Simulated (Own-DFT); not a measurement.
## Calculated data, Hf36O71 (tetragonal hafnia with one neutral oxygen vacancy, atoms displaced)

A calculation, not a measurement: plane-wave PBE and HSE06 DFT by an unreviewed code, no spin, of a simulated cell at Gamma alone, so results move with cell size and shape, stress positive in tension, energies less offsets, not probed for a lower state with spin; hafnium file: forces about 75 meV/angstrom off all-electron values; oxygen file: force components 24 meV/angstrom off all-electron in a glass; k mesh not checked against a denser one; forces and stress are PBE's, HSE06 gives the energy alone, and its difference from PBE has offsets of its own; offsets are fitted by least squares, one for each functional and potential file, so energies compare only between cells with the same atoms and settings and are not formation energies; the far tail of each file's local potential was reset to the Coulomb form; each entry is a single point on an unrelaxed cell, so the pressure reflects the starting lattice, taken from the Materials Project, from which strain is counted, and rises with the displacements; printed positions are rounded, which can move forces by about a meV/angstrom; the program is a retired in-house code; no spin-orbit coupling. Program: Own-DFT development build.

Common to all runs: first functional PBE; second functional HSE06; exact exchange share 0.25; screening 0.11 1/bohr; exchange divergence Gygi-Baldereschi; potential files PseudoDojo norm-conserving, scalar-relativistic, made for PBE, standard set; wave cutoff 48 hartree; occupations fixed; k mesh 1 x 1 x 1 centred on Gamma.

(1) 
```xyz
107
Lattice="10.7800 0.0000 0.0000 0.0000 10.7800 0.0000 0.0000 0.0000 10.4493" Properties=species:S:1:pos:R:3:force_x:R:1:force_y:R:1:force_z:R:1 formula=Hf36O71 PBE_energy_of_cell_above_offsets=-87.245 HSE06_less_PBE_above_offsets=0.514 PBE_pressure=5.36 PBE_stress_xx=-5.58 PBE_stress_yy=-5.65 PBE_stress_zz=-4.84 PBE_stress_yz=0.99 PBE_stress_xz=0.39 PBE_stress_xy=0.18
Hf     0.1400    10.7648     0.0154     -3.342      0.536     -1.105
Hf     1.8553     1.5951     2.6746     -1.553      6.158      -1.25
O      0.0626     1.8310     1.6347     -2.138     -0.631     -0.528
O      1.8372     0.0157     3.6502     -0.141     -3.055        0.7
O     10.7778     1.7256     4.1563        0.4      1.095      0.671
O      1.7610     0.1107     1.0327      2.716     -0.782      1.879
Hf     0.0051    10.7293     5.1748     -0.187     -0.219      1.067
Hf     1.7515     1.8294     7.9058      0.988     -0.146     -0.978
O     10.7074     1.7781     6.8933      1.724        0.8     -0.118
O      1.7748     0.0158     8.9818      0.001       0.37      0.222
O      0.1410     1.8111     9.4500     -0.781     -0.149     -0.037
O      1.8009     0.0873     6.3073      0.351     -0.298     -0.643
Hf    10.6803     3.5646    10.3641      2.883       0.77       2.91
Hf     1.8695     5.4622     2.7389      0.614     -4.041      -1.73
O      0.0198     5.3481     1.7035     -1.685      1.394     -0.422
O      1.8985     3.5979     3.5785     -0.334      -0.64      1.245
O      0.0768     5.5459     4.3045     -0.878     -3.059     -0.993
O      1.6824     3.5696     1.0898      0.916      0.234     -1.919
Hf    10.7166     3.5268     5.2727      1.341     -0.471     -1.242
Hf     1.7673     5.3614     7.7639       3.67      0.087      1.569
O      0.1421     5.5434     6.8913     -4.755      0.542     -1.756
O      1.8120     3.7522     9.0249     -0.695     -2.131     -1.435
O      0.0548     5.4024     9.3379     -1.889      0.495      1.639
O      1.7219     3.7725     6.3253      0.622     -1.933     -0.783
Hf    10.7058     7.1989     0.0764      1.787     -0.596     -1.738
Hf     1.8123     8.9384     2.5307      0.254     -0.852      3.319
O      0.0454     8.9744     1.5741     -1.135      0.079     -0.882
O      1.8676     7.1613     3.5579     -0.263      2.528      0.838
O     10.7573     9.0144     4.1192      0.682     -0.935      0.232
O      1.7876     7.2701     1.0391     -1.213     -0.317     -0.298
Hf    10.7479     7.1789     5.2872      1.746       2.93      1.056
Hf     1.7780     8.9884     8.0355      0.155       0.97     -4.042
O     10.7557     9.0263     6.8980      1.388     -0.485     -0.233
O      1.8364     7.2105     8.6971       0.49     -1.351      3.424
O      0.0141     8.9613     9.4389      0.368     -0.337      1.062
O      1.8897     7.3876     6.3153      0.249     -0.193     -1.546
Hf     3.6015     0.0813     0.1841     -0.364     -0.129     -2.891
Hf     5.3553     1.9363     2.4026       2.98     -0.849      4.453
O      3.6801     1.8644     1.5287     -2.045     -0.777     -1.444
O      5.5883    10.7308     3.5130     -0.696      0.145      0.157
O      3.5403     1.7606     4.0374      1.166      0.078      0.589
O      5.4055     0.0244     1.0995      0.004     -0.911     -1.786
Hf     3.5871     0.0208     5.1634     -0.107     -0.623       1.48
Hf     5.5499     1.8057     7.9713     -1.188      3.269     -5.036
O      3.6685     1.7383     6.7239      -0.24      1.004      0.782
O      5.4004     0.1627     8.7918       -0.2     -3.686      2.996
O      3.4498     1.8832     9.4087      0.872     -1.829      0.286
O      5.4818    10.7784     6.2595     -1.154      -1.04      0.121
Hf     3.6160     3.6234    10.3915     -2.662      1.365      1.529
Hf     5.5288     5.4948     2.5451     -3.584     -2.865      0.829
O      3.6804     5.3364     1.5262     -0.723      0.886      0.633
O      5.4335     3.6700     3.6579     -1.067     -0.898     -1.023
O      3.6033     5.3574     4.2659     -0.559      0.515     -0.064
O      5.5855     3.6896     1.1340     -3.931      -1.25       0.13
Hf     3.6105     3.5204     5.1628     -0.874      0.861       0.48
Hf     5.4007     5.4175     7.7969      0.294      1.039      1.002
O      3.6556     5.3506     6.8140     -1.051      0.256       -0.2
O      5.4231     3.5969     8.9240     -0.095     -0.579      0.289
O      3.5679     5.3080     9.4193      0.586      2.264      0.157
O      5.4001     3.6656     6.1969     -0.116     -0.628      0.929
Hf     3.4594     7.2079     0.0348      2.762     -1.729     -2.221
Hf     5.4946     8.9070     2.4714     -1.738      1.113      3.943
O      3.6225     8.9015     1.6070      0.241      0.726      -0.94
O      5.4301     7.0034     3.6636     -0.596      5.172      0.767
O      3.4720     9.0181     4.1231      1.186     -0.538      1.293
O      5.4751     7.1696     1.0200     -2.553       0.92      1.322
Hf     3.7293     7.1534     5.3321      -3.26      0.231     -1.398
Hf     5.3876     9.1269     7.8274       0.18     -2.458     -0.722
O      5.3254     7.2085     8.8857     -0.103        0.3     -0.333
O      3.6114     9.0098     9.4963      0.009      1.289      0.292
O      5.3269     7.1253     6.3572      2.183      1.421     -0.142
Hf     7.1390    10.7310    10.3193      1.994     -0.076      0.958
Hf     8.9250     1.8095     2.4932      1.017     -1.067      1.206
O      7.1409     1.7986     1.4391      0.231     -0.546      0.147
O      8.9025    10.7768     3.6751     -0.205      0.154     -1.806
O      7.1024     1.9286     4.1796      0.406     -2.475     -1.055
O      8.9700     0.0401     1.0167      -0.19     -0.381     -0.727
Hf     7.1994     0.0000     5.2518      1.822      0.412     -1.527
Hf     8.9606     1.6527     7.8927      0.759      0.774     -2.814
O      7.3156     1.7264     6.7394     -1.693       0.15      1.137
O      9.0268     0.0131     8.8395     -0.589     -1.941      1.553
O      7.1902     1.7908     9.4174     -0.068     -0.834     -0.764
O      9.1117    10.7636     6.2057     -1.954      0.515      0.077
Hf     7.0639     3.5129     0.0098       2.79       2.16     -1.395
Hf     8.9817     5.3766     2.7075      0.796     -1.001     -0.521
O      7.1171     5.3906     1.5348      4.162      1.585     -0.209
O      8.9812     3.5653     3.6335      0.455      1.404      0.096
O      7.0057     5.4098     4.2528      2.301      0.474     -1.484
O      8.7959     3.6513     1.1319      1.843     -0.224     -1.389
Hf     7.0264     3.6199     5.0743       1.49     -0.141       2.29
Hf     9.0196     5.2441     7.9329     -1.215      2.765     -2.256
O      7.1660     5.4910     6.8051      1.585     -0.403      0.142
O      8.9062     3.5468     8.7375      0.859     -1.535      2.438
O      7.1952     5.3817     9.3473      0.666      0.112       1.36
O      9.0691     3.5506     6.2365     -1.529      1.715       0.32
Hf     7.1669     7.1997     0.1358     -1.461     -1.586     -5.672
Hf     8.9267     8.9518     2.4847      2.859      2.456      3.671
O      7.2419     8.9554     1.5775     -1.465      0.082     -2.012
O      8.9515     7.2926     3.6632     -0.159     -2.322     -1.173
O      7.2447     8.9365     4.2430     -0.983      0.119     -0.809
O      8.9281     7.2901     0.8406      1.834     -0.204      3.146
Hf     7.2221     7.1917     5.2294     -0.421       0.35      1.303
Hf     9.0062     8.7490     7.8622      0.832      7.053      -3.66
O      7.3358     8.8783     6.8214     -3.402      0.917     -0.604
O      8.9020     7.2987     8.8288      0.755     -7.503      3.702
O      7.1614     8.9222     9.3192     -0.694      1.742      1.931
O      8.9882     7.2802     6.2240      0.657     -1.133      -0.01
```

Units: PBE_energy_of_cell_above_offsets, HSE06_less_PBE_above_offsets in eV; PBE_pressure, PBE_stress_xx, PBE_stress_yy, PBE_stress_zz, PBE_stress_yz, PBE_stress_xz, PBE_stress_xy in GPa; force_x, force_y, force_z in eV/Å.

(2) 
```xyz
107
Lattice="10.7800 0.0000 0.0000 0.0000 10.7800 0.0000 0.0000 0.0000 10.4493" Properties=species:S:1:pos:R:3 formula=Hf36O71
Hf    10.7782    10.7541     0.0608
Hf     1.7619     1.9155     2.5926
O     10.7411     1.7990     1.5450
O      1.8080     0.0039     3.6353
O      0.0139     1.7386     4.1239
O      1.7281     0.0502     0.9398
Hf     0.0131     0.0313     5.2911
Hf     1.8107     1.8121     7.8347
O      0.0251     1.7857     6.8471
O      1.8549     0.0094     8.8114
O     10.7496     1.7815     9.4140
O      1.7771     0.0372     6.3650
Hf    10.7427     3.5869    10.4095
Hf     1.8169     5.3216     2.6472
O     10.7673     5.4130     1.6709
O      1.8001     3.6298     3.6909
O      0.0528     5.2701     4.0979
O      1.7267     3.6641     1.0219
Hf    10.7779     3.6029     5.3451
Hf     1.7043     5.4129     7.7832
O     10.7320     5.3618     6.8131
O      1.8935     3.5756     8.8145
O     10.7446     5.3819     9.4338
O      1.7835     3.6150     6.2719
Hf     0.0308     7.1805    10.4445
Hf     1.8429     8.9894     2.5941
O      0.0468     9.0038     1.6697
O      1.8253     7.2061     3.7267
O      0.0492     9.0553     4.2409
O      1.7628     7.1433     0.9958
Hf    10.7610     7.2510     5.1649
Hf     1.8245     9.0050     7.8295
O      0.0176     8.9687     6.8258
O      1.7199     7.1435     8.7941
O      0.0950     8.9703     9.4971
O      1.7752     7.1390     6.2008
Hf     3.6081    10.7748     0.0467
Hf     5.4648     1.7452     2.5461
O      3.6861     1.8409     1.6164
O      5.4155    10.7086     3.6962
O      3.5142     1.7548     4.2237
O      5.4858    10.7755     0.9730
Hf     3.6370     0.0588     5.2378
Hf     5.3347     1.7309     7.8712
O      3.5505     1.7409     6.8091
O      5.2503    10.6577     8.8434
O      3.5423     1.7283     9.4506
O      5.4732    10.7269     6.2728
Hf     3.5388     3.5982    10.4280
Hf     5.3601     5.3227     2.6361
O      3.5786     5.4007     1.6316
O      5.4406     3.5750     3.6454
O      3.5929     5.3720     4.1701
O      5.3673     3.6034     0.9878
Hf     3.5680     3.5635     5.1468
Hf     5.3456     5.2959     7.8715
O      3.6059     5.3914     6.7903
O      5.4167     3.5355     8.9013
O      3.5696     5.4835     9.4963
O      5.3355     3.5890     6.2732
Hf     3.6610     7.0392    10.4147
Hf     5.3629     8.9947     2.6414
O      3.6238     9.0146     1.6314
O      5.3931     7.0817     3.5134
O      3.6041     9.0400     4.2441
O      5.3997     7.2576     1.0693
Hf     3.6024     7.1471     5.2300
Hf     5.3939     9.0761     7.9089
O      3.5679     9.0557     6.7407
O      5.2908     7.2059     8.8449
O      3.6809     8.9730     9.4342
O      5.4080     7.1828     6.1800
Hf     7.1615     0.0268    10.3910
Hf     8.9487     1.8210     2.6028
O      7.2540     1.7995     1.6052
O      9.0369     0.0125     3.6388
O      7.1900     1.7803     4.1235
O      8.9799     0.0600     1.0423
Hf     7.2017    10.7784     5.2384
Hf     8.9832     1.7084     7.8342
O      7.1827     1.7299     6.8681
O      8.8638     0.0418     8.9120
O      7.1325     1.8142     9.4210
O      9.0048    10.7316     6.1498
Hf     7.1387     3.6317     0.0361
Hf     9.0236     5.3654     2.6273
O      7.1903     5.4367     1.6097
O      8.9280     3.6225     3.5291
O      7.1866     5.4612     4.1766
O      8.9933     3.6568     1.0807
Hf     7.0437     3.7239     5.2343
Hf     8.9419     5.3450     7.8852
O      7.1774     5.3501     6.8561
O      8.9497     3.6383     8.7655
O      8.9987     3.6036     6.2663
Hf     7.1036     7.1055    10.4320
Hf     9.0043     9.1424     2.6030
O      7.2537     8.9749     1.4809
O      8.9414     7.1721     3.6895
O      7.2059     8.9997     4.1227
O      8.9949     7.1581     1.0514
Hf     7.1594     7.1677     5.1378
Hf     8.9701     9.0144     7.7785
O      7.1445     9.0450     6.7569
O      8.9531     7.1930     8.9197
O      7.1686     8.9459     9.4069
O      8.9092     7.1886     6.2041
```

**Q.** Give the missing PBE stress zz for Hf36O71 (tetragonal hafnia with one neutral oxygen vacancy, atoms displaced) (entry 2).
**A.** -2.55 GPa

**Q.** Give the missing PBE stress yy for Hf36O71 (tetragonal hafnia with one neutral oxygen vacancy, atoms displaced) (entry 2).
**A.** -2.33 GPa

Further results for Hf36O71 (tetragonal hafnia with one neutral oxygen vacancy, atoms displaced) (entry 2):

| Property | Result |
| --- | --- |
| PBE energy of cell above offsets | -96.881 eV |
| HSE06 less PBE above offsets | 0.071 eV |
| PBE pressure | 2.11 GPa |
| PBE stress xx | -1.46 GPa |
| PBE stress yz | -0.48 GPa |
| PBE stress xz | 0.06 GPa |
| PBE stress xy | 0.05 GPa |

Force:
| element | x (eV/Å) | y (eV/Å) | z (eV/Å) |
| --- | --- | --- | --- |
| Hf | -0.636 | 0.186 | -0.778 |
| Hf | -0.75 | -2.277 | 0.636 |
| O | 0.868 | 0.508 | 0.242 |
| O | 0.312 | 0.556 | -0.779 |
| O | 0.268 | 1.56 | 1.052 |
| O | 2.174 | 0.131 | 1.059 |
| Hf | 1.704 | -0.001 | -1.58 |
| Hf | -0.325 | -1.507 | 0.193 |
| O | -0.932 | 0.114 | -0.454 |
| O | -0.165 | -0.146 | 0.744 |
| O | -0.051 | 0.286 | -0.062 |
| O | 0.112 | -0.089 | -1.453 |
| Hf | -0.965 | -0.05 | 0.753 |
| Hf | -1.751 | 2.524 | -0.139 |
| O | 1.145 | -0.218 | -1.125 |
| O | 0.839 | -1.469 | -0.204 |
| O | -0.332 | 1.138 | 1.896 |
| O | 1.106 | -0.664 | 0.08 |
| Hf | -0.769 | -0.054 | -1.798 |
| Hf | 0.636 | 0.304 | -0.258 |
| O | 0.042 | -0.018 | -0.235 |
| O | 0.007 | 1.029 | 0.931 |
| O | 0.402 | -0.676 | -0.31 |
| O | 0.701 | -0.23 | -0.243 |
| Hf | -1.472 | -0.235 | 0.875 |
| Hf | -0.236 | -0.119 | 1.47 |
| O | -0.438 | 0.348 | -0.657 |
| O | -0.106 | -0.26 | -1.41 |
| O | -0.303 | -0.762 | 0.152 |
| O | 1.388 | 0.26 | 0.179 |
| Hf | -0.508 | -0.608 | -0.37 |
| Hf | 0.398 | 0.121 | 0.069 |
| O | -0.517 | -0.117 | 0.213 |
| O | 0.378 | 0.419 | 0.131 |
| O | -0.578 | 0.878 | -0.523 |
| O | 0.128 | -0.23 | 0.565 |
| Hf | -0.812 | -1.504 | -0.587 |
| Hf | 0.78 | -0.451 | 1.344 |
| O | -1.574 | -0.021 | -0.32 |
| O | -0.36 | 1.978 | -0.692 |
| O | 0.541 | 1.529 | -0.629 |
| O | -1.796 | 0.622 | 1.067 |
| Hf | -0.899 | -2.172 | 0.644 |
| Hf | 0.784 | -0.093 | -0.567 |
| O | 1.391 | 0.416 | 0.009 |
| O | 0.639 | 4.874 | 1.837 |
| O | 0.758 | 1.39 | 0.074 |
| O | -1.521 | 1.083 | 0.224 |
| Hf | 0.017 | -0.5 | 0.197 |
| Hf | 0.792 | 0.863 | -1.162 |
| O | 0.524 | -0.442 | -0.885 |
| O | -0.365 | -0.694 | 0.389 |
| O | 0.224 | -0.703 | 0.225 |
| O | -0.014 | 0.008 | 0.356 |
| Hf | -0.579 | 0.462 | 1.018 |
| Hf | 0.506 | 1.658 | -0.602 |
| O | -0.594 | -0.063 | 0.566 |
| O | -0.661 | 0.48 | -0.257 |
| O | 0.128 | -5.293 | -2.489 |
| O | -0.178 | -0.255 | 0.031 |
| Hf | -0.386 | 5.56 | 2.615 |
| Hf | 1.562 | -1.363 | -0.447 |
| O | -0.522 | 0.791 | -0.458 |
| O | -0.342 | 1.817 | 1.227 |
| O | 0.432 | -1.11 | -0.468 |
| O | -0.565 | -0.642 | -1.073 |
| Hf | -0.353 | 1.194 | 0.105 |
| Hf | -0.189 | -4.119 | -2.747 |
| O | 0.34 | -0.492 | 1.092 |
| O | 0.899 | -1.517 | -0.06 |
| O | -1.195 | -0.372 | 0.596 |
| O | -0.303 | -0.3 | -0.021 |
| Hf | 2.102 | -1.795 | 0.525 |
| Hf | 1.417 | 0.033 | 1.02 |
| O | -1.784 | 0.244 | -1.211 |
| O | -0.409 | 0.919 | 0.273 |
| O | -0.321 | 0.48 | 1.178 |
| O | -0.209 | -0.444 | -0.181 |
| Hf | -0.426 | -0.335 | -1.046 |
| Hf | -0.129 | 1.731 | -0.161 |
| O | -0.384 | 0.151 | -0.24 |
| O | 0.687 | -1.303 | -0.904 |
| O | -0.298 | 0.13 | 0.278 |
| O | -0.163 | 0.347 | 1.979 |
| Hf | 0.914 | 0.451 | -0.244 |
| Hf | 0.019 | 1.906 | -0.526 |
| O | -0.955 | -0.717 | -0.781 |
| O | -0.256 | -1.042 | 1.637 |
| O | -0.58 | -2.205 | 0.295 |
| O | -0.334 | -0.388 | -1.907 |
| Hf | 2.369 | -1.303 | -0.396 |
| Hf | 0.367 | 2.179 | -0.975 |
| O | -1.014 | -0.514 | 0.195 |
| O | -0.316 | -2.088 | 1.789 |
| O | -1.158 | -0.254 | -0.812 |
| Hf | 1.944 | 0.965 | 0.941 |
| Hf | -1.056 | -2.743 | -0.53 |
| O | -0.699 | 0.556 | 1.13 |
| O | 1.01 | 0.62 | -0.503 |
| O | -0.234 | -0.093 | 0.375 |
| O | -0.011 | -0.08 | -0.966 |
| Hf | 0.728 | 2.11 | 0.584 |
| Hf | -1.044 | -1.603 | 0.457 |
| O | 1.21 | -0.012 | 0.732 |
| O | -0.238 | -0.139 | -1.182 |
| O | -0.455 | 0.659 | -0.488 |
| O | 0.823 | 0.326 | 0.654 |
